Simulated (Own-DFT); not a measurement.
# Computed records: AlGa3N4 (wurtzite random alloy, strained, atoms displaced)

Computed with Own-DFT development build. A calculation, not a measurement: plane-wave PBE density functional theory by an unreviewed code, no spin, of a simulated periodic cell, stress positive in tension, free energy of the whole cell less one offset for each atom, forces on such cells passed a denser k mesh, this cell's mesh not checked; offsets are fitted by least squares, one for each functional and potential file, so energies compare only between cells with the same atoms and settings and are not formation energies; the far tail of each file's local potential was reset to the Coulomb form; each entry is a single point on an unrelaxed cell, so the pressure reflects the starting lattice, mostly measured values, from which strain is counted, and rises with the displacements; printed positions are rounded, which can move forces by about a meV/angstrom; the program is a retired in-house code; no spin-orbit coupling.

Common to all runs: functional PBE; potential files PseudoDojo norm-conserving, scalar-relativistic, standard set with the stringent files for Ga; wave cutoff 96 hartree; occupations Gaussian; smearing width 0.01 eV; k mesh 4 x 4 x 3 centred on Gamma.

(1) 
```xyz
72
Lattice="9.5330 0.0000 0.0000 -4.7665 8.2558 0.0000 0.0000 0.0000 10.2685" Properties=species:S:1:pos:R:3:force_x:R:1:force_y:R:1:force_z:R:1 formula=AlGa3N4 free_energy_of_cell_above_offsets=-9.720 pressure=5.87 stress_xx=-5.36 stress_yy=-7.45 stress_zz=-4.78 stress_yz=0.44 stress_xz=0 stress_xy=-0.79
Ga     0.0410     1.9063     0.0143     -0.823     -1.028      0.111
Ga     1.5488     0.8677     2.5778      1.208      1.634      0.446
N     -0.0482     1.7930     1.9660       1.72      1.617     -0.337
N      1.6369     0.8978     4.5136     -0.219      0.212      0.055
Ga     0.0302     1.8328     5.0713     -0.228      -0.79      1.956
Al     1.5729     0.8060     7.7120     -0.176      2.818     -0.134
N     -0.0386     1.8718     7.1242      1.037     -1.533     -0.224
N      1.5156     0.9494     9.6661      1.884     -0.542     -0.791
Ga    -1.6007     4.5666    10.2684      0.912      0.335      0.094
Al     0.0192     3.5708     2.5657     -0.077      1.482      0.528
N     -1.6250     4.5585     1.9566      1.671     -0.673          0
N     -0.0108     3.6340     4.5642      0.361      0.498     -2.368
Ga    -1.5530     4.5938     5.0525     -0.847     -0.429      1.223
Ga     0.0242     3.7377     7.6994      -0.17     -1.395      0.134
N     -1.5465     4.5560     7.0505     -0.721      0.714     -0.496
N      0.0880     3.6585     9.7006     -2.442      0.371     -1.195
Ga    -3.2697     7.3203    10.1799      1.709      0.194      0.836
Ga    -1.6027     6.3798     2.5038      -0.12      0.981       0.09
N     -3.1850     7.4251     1.9272     -0.528     -2.836     -0.623
N     -1.6299     6.4120     4.4830      0.024     -0.189     -0.608
Ga    -3.1948     7.3358     5.1687      0.051      0.163      0.285
Ga    -1.5943     6.4075     7.6388     -0.105     -0.767      1.333
N     -3.2199     7.3053     7.1915     -0.396      0.186     -1.214
N     -1.6164     6.3560     9.6442      1.045       1.47      0.321
Al     3.1062     1.8382     0.0842      0.918     -0.475     -1.108
Ga     4.8342     0.9062     2.5964     -0.669     -0.215      0.135
N      3.2619     1.8812     1.9542     -1.001     -0.349      0.021
N      4.7473     0.8385     4.5826      2.221      0.819     -1.464
Ga     3.2856     1.8561     5.1007     -1.541     -0.293      0.713
Ga     4.7622     0.9308     7.6988     -0.609     -0.817     -0.286
N      3.1772     1.8623     7.0427     -1.199     -1.588      0.871
N      4.7392     0.7484     9.6519     -0.392      3.332        0.2
Ga     1.5575     4.5334    10.2425      1.722      1.614      1.783
Al     3.2171     3.6629     2.5730     -0.968      0.196      0.517
N      1.5732     4.5730     2.0295     -0.014      -0.66     -0.045
N      3.1464     3.6614     4.5448      1.619      0.854     -1.219
Ga     1.5730     4.6203     5.1188      0.179     -1.819     -0.098
Ga     3.1626     3.6445     7.6673      -0.24      0.155      0.764
N      1.5667     4.5891     7.0032      0.882      0.503      1.334
N      3.1578     3.6743     9.7256      0.558     -1.747     -0.859
Al     0.0436     7.3719     0.0430      -0.39     -2.978     -0.958
Al     1.5280     6.4016     2.5460      1.851     -0.625      0.015
N      0.0618     7.2973     1.8908     -0.592      0.313      0.878
N      1.6425     6.3500     4.5158     -1.122      1.518     -1.916
Ga    -0.0212     7.2433     5.0250      0.438      0.682      1.704
Ga     1.6021     6.4488     7.6636     -2.001     -1.125      1.151
N     -0.0739     7.2772     7.0513      1.311       0.88     -0.623
N      1.6735     6.3569     9.7045     -1.713      1.271     -0.863
Ga     6.3658     1.8260    10.2406     -0.683      0.028     -0.256
Ga     7.9913     0.9274     2.5266       -1.5      -1.77      0.901
N      6.3980     1.8343     1.9473      -0.18     -0.276     -0.519
N      7.9104     0.9200     4.5124      0.128       0.17     -0.425
Al     6.4226     1.8927     5.1191     -1.156     -1.012      1.093
Ga     7.9588     0.7989     7.8107     -0.365      3.484     -1.662
N      6.2692     1.8006     7.0371      1.888      0.827      0.009
N      7.9921     0.9418     9.6843     -0.246     -0.002       0.51
Ga     4.7702     4.5417     0.0417      0.127     -0.738     -0.295
Ga     6.3746     3.6456     2.5388      -0.44      -0.03      1.042
N      4.7793     4.5142     1.9708     -0.325      1.585      0.313
N      6.3135     3.6883     4.5418      0.435     -0.745     -0.504
Al     4.7972     4.5706     5.1010     -1.027        0.3      0.947
Ga     6.3685     3.7776     7.7430      0.985     -2.253     -2.372
N      4.7983     4.5270     7.1635     -1.428      1.109     -2.523
N      6.4371     3.6985     9.5363     -1.238     -1.322      3.256
Ga     3.1869     7.3797    10.2439      0.381     -1.337      0.521
Al     4.7841     6.4245     2.5164      0.066     -0.332       0.64
N      3.2133     7.2729     1.9014      -0.56       0.07       1.24
N      4.8005     6.4023     4.5174     -0.815     -0.528     -0.695
Ga     3.1304     7.3311     5.1137      1.108      0.423      0.444
Ga     4.7060     6.3413     7.7586     -0.096       0.36     -1.183
N      3.0791     7.3743     7.1277      2.147     -1.516     -1.383
N      4.8047     6.2846     9.6242     -1.226      1.568      0.831
```

Units: free_energy_of_cell_above_offsets in eV; pressure, stress_xx, stress_yy, stress_zz, stress_yz, stress_xz, stress_xy in GPa; force_x, force_y, force_z in eV/Å.

(2) 
```xyz
72
Lattice="9.5330 0.0000 0.0000 -4.7665 8.2558 0.0000 0.0000 0.0000 10.2685" Properties=species:S:1:pos:R:3:force_x:R:1:force_y:R:1:force_z:R:1 formula=AlGa3N4 free_energy_of_cell_above_offsets=-8.471 pressure=6.38 stress_xx=-4.63 stress_yy=-6.64 stress_zz=-7.86 stress_yz=0.03 stress_xz=0.39 stress_xy=-0.1
Ga     0.0511     1.8730     0.0014      -0.57     -0.045      0.472
Ga     1.6508     0.9144     2.5097     -0.525      0.542      1.864
N      0.0423     1.8663     2.0078      -0.67     -0.482     -0.461
N      1.5480     0.8168     4.5544      0.268      3.273     -1.282
Ga    -0.0706     1.9079     5.1105      0.885     -2.043      0.437
Ga     1.6190     0.7571     7.7689     -0.408      3.248      -1.18
N      0.0220     1.8145     7.0591     -0.073      0.046      0.364
N      1.6260     0.9412     9.6383     -0.311     -0.564      0.679
Ga    -1.5361     4.5573     0.0306     -0.548      0.337     -1.419
Ga    -0.0325     3.6641     2.6555      0.524      0.963     -1.916
N     -1.6139     4.6008     1.8498      0.505      0.405      2.574
N     -0.0554     3.7090     4.5360      1.772      0.239      0.291
Ga    -1.5858     4.5423     5.1863     -1.312      0.709     -0.359
Ga     0.0943     3.6801     7.6931     -1.189     -1.283      0.432
N     -1.4740     4.6273     7.0817     -1.664     -0.872      0.619
N     -0.0329     3.6678     9.6202      1.823      0.528     -0.066
Ga    -3.1571     7.3495     0.0447     -1.027     -0.314     -0.722
Ga    -1.5482     6.5092     2.5057      -2.11     -1.797      1.455
N     -3.2046     7.4023     1.9082       0.27      -1.12      1.261
N     -1.6127     6.3356     4.5555      0.068      1.166     -1.026
Ga    -3.2363     7.3576     5.0712      0.957     -1.634      0.945
Ga    -1.5806     6.4385     7.7029     -0.652     -0.243      0.302
N     -3.2096     7.3511     7.0503     -0.611     -2.418      0.414
N     -1.6159     6.4159     9.6921      1.685      0.736     -0.591
Ga     3.1366     1.8547     0.0277      0.826      0.114       0.25
Al     4.8101     0.9636     2.4467      0.691      -0.84      2.406
N      3.2566     1.8421     2.0255     -0.173     -0.925     -1.578
N      4.7933     0.8797     4.5264      0.313      0.768     -0.926
Ga     3.1833     1.8505     5.2289     -0.058     -0.643      -2.86
Ga     4.7885     0.9300     7.6693     -2.567     -0.713      0.654
N      3.1441     1.9577     7.0450       0.26     -2.109      2.168
N      4.7889     0.9673     9.6413     -0.947     -1.708      0.473
Ga     1.6625     4.6607    10.1992     -1.846     -2.175      2.137
Ga     3.1628     3.6216     2.6164      0.412      1.249     -1.452
N      1.6431     4.5773     1.9381     -1.356      0.762      0.406
N      3.2145     3.6465     4.4316     -0.474      1.355       3.48
Al     1.5426     4.6356     5.1326      1.149     -0.989     -0.715
Ga     3.2330     3.7181     7.6302     -1.609     -0.264      1.586
N      1.5660     4.6236     7.0317      1.114     -0.296     -0.685
N      3.1505     3.6799     9.7476       0.99     -0.556     -2.358
Al     0.0580     7.3664    10.2495     -0.899     -0.474      0.531
Al     1.5699     6.3689     2.6552      0.896      0.364     -1.642
N     -0.0017     7.2844     2.0110      2.617      2.193     -2.035
N      1.6857     6.3893     4.4793      -1.87     -0.668      0.926
Ga     0.0050     7.3281     5.2032     -0.265      -0.04     -3.305
Ga     1.5815     6.3813     7.6868     -0.281      1.133        0.1
N     -0.0483     7.3352     6.9949      0.845      0.133      3.308
N      1.6281     6.3855     9.6631     -1.306      2.691     -0.861
Ga     6.2635     1.9312     0.0323      2.042      -1.71      0.152
Al     7.9512     1.0016     2.5408       0.09     -1.282       0.28
N      6.4102     1.9782     1.9706     -0.733     -2.735     -0.155
N      7.8688     0.9095     4.5129      0.509       0.41     -0.616
Al     6.3788     1.8242     5.1306     -1.449     -0.187       0.08
Ga     7.9269     0.9178     7.6947      0.844      0.161      0.947
N      6.2901     1.6832     7.1204       2.37       3.14     -2.221
N      7.9758     1.0241     9.6983     -1.091      -2.25     -0.138
Ga     4.7584     4.5601     0.0260      0.492      0.662     -1.071
Ga     6.3293     3.7415     2.5291     -0.401      1.221      0.623
N      4.7034     4.6187     1.8486      0.707      0.038      2.857
N      6.2946     3.6613     4.5071      0.536     -0.217       0.81
Al     4.8583     4.6751     5.1329     -1.626     -1.372     -0.271
Ga     6.3420     3.7014     7.7458      0.768     -0.551     -0.888
N      4.7162     4.6422     7.0724      1.934      0.901     -0.711
N      6.4117     3.6097     9.6356     -0.964      2.483     -0.312
Al     3.1116     7.2966    10.2602      1.423      1.964      1.415
Ga     4.6980     6.4796     2.6621      0.876     -0.828     -2.126
N      3.1925     7.3332     1.9950     -2.376      1.493     -0.972
N      4.6906     6.4346     4.5204      1.131     -0.959      0.891
Ga     3.1599     7.2988     5.1912     -0.036      1.361     -0.449
Al     4.7031     6.4269     7.7257      1.335      0.149      1.098
N      3.2031     7.2837     7.1046     -0.467       0.39      0.392
N      4.6917     6.4463     9.7892      0.537      -0.02      -2.71
```

Units: free_energy_of_cell_above_offsets in eV; pressure, stress_xx, stress_yy, stress_zz, stress_yz, stress_xz, stress_xy in GPa; force_x, force_y, force_z in eV/Å.

(3) 
```xyz
72
Lattice="9.5330 0.0000 0.0000 -4.7665 8.2558 0.0000 0.0000 0.0000 10.2685" Properties=species:S:1:pos:R:3:force_x:R:1:force_y:R:1:force_z:R:1 formula=AlGa3N4 free_energy_of_cell_above_offsets=-9.411 pressure=6.04 stress_xx=-5.72 stress_yy=-4.97 stress_zz=-7.43 stress_yz=0.65 stress_xz=0.1 stress_xy=-1.06
Al    -0.0703     1.8552    10.2200      1.973     -0.408      1.586
Al     1.5854     0.9895     2.6032      0.791     -0.997     -0.876
N      0.0664     1.8065     1.9371     -1.061     -0.414      -1.18
N      1.6323     0.8810     4.5000     -1.837     -0.007     -0.532
Ga     0.0311     1.8983     5.2366     -1.047     -1.626     -2.737
Ga     1.5004     0.8293     7.7196      1.657      2.135      0.559
N     -0.0192     1.8232     7.0651      0.017       -0.3      1.423
N      1.6574     0.9881     9.6747     -1.346      0.951     -0.219
Ga    -1.5169     4.5483     0.0127     -0.655      1.302      0.232
Ga    -0.0317     3.6104     2.5660      -0.07      0.442       0.22
N     -1.6070     4.6021     1.9437      0.365     -0.536      0.116
N     -0.0921     3.6251     4.5269      1.393      1.423      0.346
Ga    -1.6038     4.7116     5.1632      -0.45     -1.468     -2.023
Ga    -0.0531     3.6401     7.6455      0.784      0.834      0.177
N     -1.6377     4.5813     7.0157      1.729      1.112      1.156
N      0.0149     3.6049     9.5706      0.259      0.252      0.447
Ga    -3.2693     7.4840    10.2407      1.503     -1.999      1.152
Ga    -1.4978     6.4897     2.4853     -2.596     -1.909      1.165
N     -3.2016     7.2525     1.9788      3.245      3.963      -1.78
N     -1.5714     6.4662     4.4456     -0.182      0.855      1.601
Al    -3.1724     7.3923     5.1286      0.353     -0.982      -0.78
Ga    -1.6151     6.4505     7.6543      0.897     -0.711       1.75
N     -3.1257     7.3656     7.0455     -1.199     -0.739     -1.198
N     -1.5017     6.4440     9.6701     -1.845     -0.496     -0.826
Al     3.2480     1.9077    10.2466     -0.487     -1.616       0.38
Ga     4.7569     0.9916     2.5306     -0.133     -1.552      1.762
N      3.2674     1.8182     1.9048     -2.811      0.963     -0.781
N      4.7327     0.8919     4.4839      0.976     -0.509      1.094
Ga     3.1134     1.7848     5.1075       2.02      0.179      1.261
Ga     4.7052     0.8882     7.7449       1.17      0.666     -2.155
N      3.1784     1.7561     7.1323     -1.537      1.536     -1.126
N      4.7442     0.9660     9.5415      0.478     -0.215      3.303
Al     1.5717     4.5184    10.1649      0.654      0.422      0.939
Ga     3.2219     3.7293     2.5398      -0.81     -0.781      0.134
N      1.5538     4.5378     1.8744      0.488      0.723     -0.464
N      3.2398     3.5942     4.5067     -0.496       1.68      0.438
Ga     1.6207     4.5786     5.2092     -0.333     -0.556     -1.546
Ga     3.2320     3.7495     7.6572      0.124     -1.938      0.401
N      1.6190     4.6556     7.1378     -0.808     -0.518      -0.11
N      3.2197     3.5974     9.6198     -0.779      2.136      0.129
Ga    -0.0010     7.3276     0.0425      0.252      1.064      0.003
Ga     1.6333     6.4230     2.5862      -0.92      -0.62     -0.552
N     -0.0527     7.3930     2.0150      3.143      0.478     -1.699
N      1.5496     6.4103     4.5106      0.189     -0.211      0.743
Al     0.0214     7.2819     5.2129     -0.656      1.459     -1.535
Al     1.6042     6.4262     7.6547      -0.47       0.98       1.21
N     -0.0235     7.3454     7.1081      1.468     -1.161     -0.943
N      1.5924     6.4306     9.6940     -0.833     -1.761     -1.931
Ga     6.3319     1.8810    10.2589     -0.204     -0.077      0.042
Ga     7.8122     0.8046     2.6090      1.626       2.47     -0.147
N      6.3093     1.7689     1.9470      1.231      1.487     -1.054
N      7.9239     0.9205     4.4518     -0.396      0.034       2.25
Al     6.2827     1.8429     5.1514      0.661     -0.417     -1.701
Ga     7.9275     0.9478     7.8015     -0.936      -0.49     -2.941
N      6.3524     1.8621     6.9544      0.154     -0.497      2.441
N      7.9721     0.9542     9.6247     -0.485     -0.363      1.594
Ga     4.7819     4.6256     0.0032     -0.527     -0.094        0.8
Ga     6.3049     3.6589     2.5918      1.589     -0.261      0.549
N      4.8182     4.6021     2.0151     -1.031      1.044     -1.313
N      6.3486     3.6561     4.5557     -0.514      0.198     -0.106
Al     4.7790     4.5872     5.1228      0.313     -0.196     -0.725
Ga     6.4686     3.6760     7.7059     -2.603     -0.868      0.208
N      4.8099     4.6014     7.0068      0.272      0.135      0.017
N      6.3465     3.7714     9.6900      1.014     -1.448     -1.056
Ga     3.0776     7.3014     0.0163      2.296      0.706     -0.033
Ga     4.8868     6.5375     2.5818     -3.429     -2.415      0.625
N      3.2051     7.3815     1.9398       -0.1     -2.112      -0.56
N      4.7867     6.4480     4.4739      0.711     -0.739      1.685
Ga     3.1996     7.2807     5.1479     -0.414      1.453     -0.847
Ga     4.8050     6.4315     7.6297     -0.489     -0.335      0.629
N      3.1610     7.3286     7.0489     -0.137      0.121      1.182
N      4.8144     6.4013     9.6091     -1.163      1.139      -0.27
```

Units: free_energy_of_cell_above_offsets in eV; pressure, stress_xx, stress_yy, stress_zz, stress_yz, stress_xz, stress_xy in GPa; force_x, force_y, force_z in eV/Å.
